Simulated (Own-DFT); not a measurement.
# How strain changes the stress of 4H SiC, 32 atoms (C16Si16)

These are calculations, not measurements. The program, named Own-DFT, is a retired in-house plane-wave density functional code that no person has reviewed. Each row is one single-point run on a periodic cell that was not relaxed, without spin or spin-orbit coupling.

Settings of every run: PBE; PseudoDojo norm-conserving scalar-relativistic files; cutoff 42 hartree; 5 x 5 x 3 k mesh centred on Gamma; Fermi-Dirac smearing of 0.1 eV.

Known limits: forces on such cells passed a denser k mesh, each cell not checked; stress not checked against mesh or cutoff.

Unstrained cell vectors in Å: (6.165, 0.000, 0.000); (-3.083, 5.339, 0.000); (0.000, 0.000, 10.068). The unstrained cell has measured lattice constants (interpolated for alloys), not those of this functional. That, the random moves and any unrelaxed bonds set the pressure at no strain. Each run strains this cell uniformly, with the atoms carried along. Every atom was also moved at random, by a Gaussian of width 0.05 Å on each axis. Strain is the symmetric tensor, in per cent. Stress is positive in tension, and the pressure is minus a third of its trace.

| run | e_xx (%) | e_yy (%) | e_zz (%) | e_yz (%) | e_xz (%) | e_xy (%) | s_xx (GPa) | s_yy (GPa) | s_zz (GPa) | s_yz (GPa) | s_xz (GPa) | s_xy (GPa) | P (GPa) | E (meV/atom) |
|---|---|---|---|---|---|---|---|---|---|---|---|---|---|---|
| 1 | 1.50 | 1.86 | -0.78 | -0.09 | 1.79 | 0.37 | 4.96 | 3.88 | -9.43 | -0.43 | 6.00 | 2.57 | 0.20 | 26.2 |
| 2 | 1.51 | 1.64 | -0.25 | -1.13 | -1.19 | 0.85 | 4.87 | 3.65 | -6.48 | -4.58 | -4.95 | 1.96 | -0.68 | 11.5 |
| 3 | 0.60 | 0.87 | 0.83 | -0.50 | -1.71 | 0.21 | -0.52 | -1.61 | -0.06 | -3.01 | -5.03 | 2.26 | 0.73 | 15.7 |
| 4 | 0.82 | -2.00 | 1.87 | -0.26 | 0.63 | -1.54 | -1.95 | -14.41 | 5.65 | -1.29 | 1.02 | -8.51 | 3.57 | 0.0 |
| 5 | 1.86 | -1.49 | -1.38 | 0.04 | 1.41 | -1.27 | 2.28 | -10.92 | -15.53 | 0.40 | 5.04 | -6.48 | 8.06 | 31.3 |
| 6 | 1.24 | 0.15 | 1.84 | -0.08 | 0.93 | 1.36 | 2.27 | -2.23 | 4.97 | 0.71 | 3.08 | 7.38 | -1.67 | 8.9 |
| 7 | 1.82 | 1.03 | 1.75 | 1.95 | 1.04 | -0.72 | 6.50 | 2.29 | 3.88 | 7.02 | 3.80 | -3.34 | -4.22 | 13.2 |
| 8 | 0.07 | 1.90 | -0.70 | -0.59 | -1.65 | 0.35 | -1.76 | 5.15 | -9.27 | -1.97 | -4.26 | 0.96 | 1.96 | 2.1 |
| 9 | -1.48 | 1.14 | -1.56 | 1.54 | -1.26 | 1.48 | -12.46 | -2.01 | -14.91 | 5.71 | -4.66 | 7.54 | 9.79 | 25.9 |
| 10 | -1.65 | -1.69 | 0.87 | 1.39 | -0.48 | 1.63 | -13.76 | -18.71 | -2.02 | 4.76 | -0.53 | 6.32 | 11.50 | 29.3 |
| 11 | -1.34 | 1.18 | -1.00 | 0.75 | 1.31 | -1.47 | -10.57 | -1.40 | -12.51 | 1.98 | 3.75 | -9.40 | 8.16 | 25.1 |
| 12 | 0.85 | -0.18 | -1.78 | 0.39 | 1.64 | -0.29 | -1.33 | -5.24 | -18.76 | 1.06 | 5.50 | -0.07 | 8.44 | 29.0 |
| 13 | -0.45 | -0.79 | 0.59 | 0.01 | 1.60 | -0.38 | -8.94 | -10.47 | -1.55 | -2.00 | 6.10 | 1.28 | 6.99 | 10.6 |
| 14 | 0.17 | 1.98 | -0.22 | -0.59 | 0.03 | 0.00 | -1.93 | 7.25 | -10.00 | -1.65 | 0.09 | 0.83 | 1.56 | 20.7 |
| 15 | -1.65 | -0.14 | 1.27 | 0.13 | 1.46 | -1.29 | -13.82 | -4.70 | -0.93 | 0.78 | 6.06 | -6.48 | 6.48 | 13.6 |
| 16 | 1.21 | -1.06 | 1.52 | -0.37 | -1.31 | 1.08 | ? | ? | ? | ? | ? | ? | ? | ? |

E is the free energy for each atom above the lowest run shown.

## Worked fit

Each stress component was fitted by least squares to a constant and the strains of the runs shown, as fractions, with shears doubled. Shear strains stay in the fit of a normal stress only where such slopes are resolved. The slopes, in GPa:

| stress | at no strain | per e_xx | per e_yy | per e_zz | scatter |
|---|---|---|---|---|---|
| s_xx | -4.9 | 519 ± 13 | 116 ± 13 | 39 ± 14 | 0.64 |
| s_yy | -5.5 | 104 ± 35 | 533 ± 35 | 32 ± 37 | 1.68 |
| s_zz | -6.5 | 22 ± 30 | 23 ± 30 | 610 ± 32 | 1.45 |

Each shear stress against twice its own strain: yz 185 ± 16, xz 168 ± 13, xy 265 ± 27 GPa. These are stiffnesses along x, y and z of the frame in which the cell vectors are given, which need not be the crystal's axes. The atoms are held to the strained lattice; where symmetry lets them move under strain, relaxing them would lower some slopes. The table should be nearly symmetric about its diagonal, and what it lacks of that shows the noise. A ninth of its sum, 222 ± 5 GPa, estimates the bulk modulus near the mean pressure of these runs, 4.1 GPa, so it lies above the value at zero pressure.

## Withheld run

Question: what normal stresses and pressure should run 16 give?

The fit gives s_xx = 0.8, s_yy = -9.4, s_zz = 2.8 and P = 1.9 GPa. The calculation gave -1.50, -6.44, 3.86 and P = 1.36 GPa. This run lies off the fit, by chance or by something that the fit leaves out.
